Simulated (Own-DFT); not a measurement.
# How strain changes the stress of wurtzite AlN, 128 atoms (Al64N64)

Calculated results; nothing here was measured. They come from Own-DFT, an in-house plane-wave density functional program, since retired, whose code no person has reviewed. Each row is one single-point run on a periodic cell that was not relaxed, without spin or spin-orbit coupling.

Settings of every run: PBE; PseudoDojo norm-conserving scalar-relativistic files; cutoff 42 hartree; 3 x 3 x 3 k mesh centred on Gamma; Gaussian smearing of 0.01 eV.

Known limits: k mesh not checked against a denser one; stress not checked against mesh or cutoff.

Unstrained cell vectors in Å: (12.448, 0.000, 0.000); (-6.224, 10.780, 0.000); (0.000, 0.000, 9.964). The unstrained cell has measured lattice constants (interpolated for alloys), not those of this functional. That, the random moves and any unrelaxed bonds set the pressure at no strain. Each run strains this cell uniformly, with the atoms carried along. Every atom was also moved at random, by a Gaussian of width 0.05 Å on each axis. Strain is the symmetric tensor, in per cent. Stress is positive in tension, and the pressure is minus a third of its trace.

```
run  e_xx (%)  e_yy (%)  e_zz (%)  e_yz (%)  e_xz (%)  e_xy (%)  s_xx (GPa)  s_yy (GPa)  s_zz (GPa)  s_yz (GPa)  s_xz (GPa)  s_xy (GPa)  P (GPa)  E (meV/atom)
  1      1.38      0.71      1.28     -1.11      0.17     -0.06        2.87       -1.06        2.03       -2.16        0.34       -0.36    -1.28           0.0
  2      0.81     -0.15      0.55     -1.88     -0.67     -0.62       -3.35       -4.59       -2.42       -4.82       -1.77       -0.98     3.45          21.6
  3     -0.56      0.71     -1.21     -1.07      1.71     -0.10       -8.97       -4.44      -10.68       -3.33        4.54       -1.37     8.03          27.8
  4      1.47     -0.66      0.85     -1.10      1.60     -1.88        1.27       -8.50       -0.86       -3.05        4.28       -6.18     2.69          20.5
  5     -0.17     -0.01      0.67     -0.46      1.10     -0.95       -5.07       -4.54       -4.14       -1.54        2.53       -3.20     4.58           7.1
  6      1.51      0.56     -0.13      0.23      1.31      0.45        2.02       -2.14       -4.65        0.04        3.46        1.59     1.59          12.7
  7      0.62     -0.62      0.93     -0.11      1.77     -1.41       -2.46       -7.32       -2.21       -0.20        4.38       -3.89     4.00          17.9
  8      0.45      1.84      0.36     -0.69      1.88      0.65       -0.73        1.86       -0.99       -1.27        4.48        0.93    -0.05           5.7
  9     -0.99      0.28      0.40     -0.19      0.05     -1.39       -8.87       -5.58       -5.20       -1.02       -0.30       -5.07     6.55          12.1
 10     -1.15     -1.99      0.99     -0.53     -0.12      0.99      -13.74      -15.33       -3.50       -0.58       -0.65        4.67    10.86          28.1
 11     -1.24      1.30      0.82      1.23      1.08     -0.84       -9.37       -1.34       -1.30        3.53        2.39       -2.01     4.00          17.2
 12     -1.11     -0.93      0.10      1.82      1.17     -0.50      -11.40      -12.27       -7.20        5.51        3.12       -3.86    10.29          29.0
 13      1.15     -0.72     -0.36      1.99     -0.54      1.11       -1.51       -7.57       -8.17        5.20       -1.73        3.91     5.75          18.1
 14      1.91     -1.77     -0.93     -0.47      1.96     -0.08        0.59      -12.80      -10.24       -1.78        5.26        1.28     7.48          26.7
 15      0.47      1.70      0.85      1.17      0.18     -1.95       -2.54        3.25        0.63        2.01        0.22       -6.69    -0.45          10.3
 16      1.47      0.25     -1.06     -1.84      0.80      1.78           ?           ?           ?           ?           ?           ?        ?             ?
```

E is the free energy for each atom above the lowest run shown.

## Worked fit

Each stress component was fitted by least squares to a constant and the strains of the runs shown, as fractions, with shears doubled. Shear strains stay in the fit of a normal stress only where such slopes are resolved. The slopes, in GPa:

| stress | at no strain | per e_xx | per e_yy | per e_zz | scatter |
|---|---|---|---|---|---|
| s_xx | -5.8 | 466 ± 22 | 114 ± 21 | 71 ± 34 | 0.91 |
| s_yy | -6.1 | 101 ± 21 | 444 ± 20 | 66 ± 33 | 0.87 |
| s_zz | -5.8 | 81 ± 17 | 113 ± 16 | 462 ± 26 | 0.69 |

Each shear stress against twice its own strain: yz 130 ± 5, xz 132 ± 3, xy 166 ± 16 GPa. These are stiffnesses along x, y and z of the frame in which the cell vectors are given, which need not be the crystal's axes. The atoms are held to the strained lattice; where symmetry lets them move under strain, relaxing them would lower some slopes. The table should be nearly symmetric about its diagonal, and what it lacks of that shows the noise. A ninth of its sum, 213 ± 3 GPa, estimates the bulk modulus near the mean pressure of these runs, 4.5 GPa, so it lies above the value at zero pressure.

## Withheld run

Question: what normal stresses and pressure should run 16 give?

The fit gives s_xx = 0.6, s_yy = -4.2, s_zz = -9.2 and P = 4.3 GPa. The calculation gave 0.48, -4.50, -10.36 and P = 4.79 GPa.
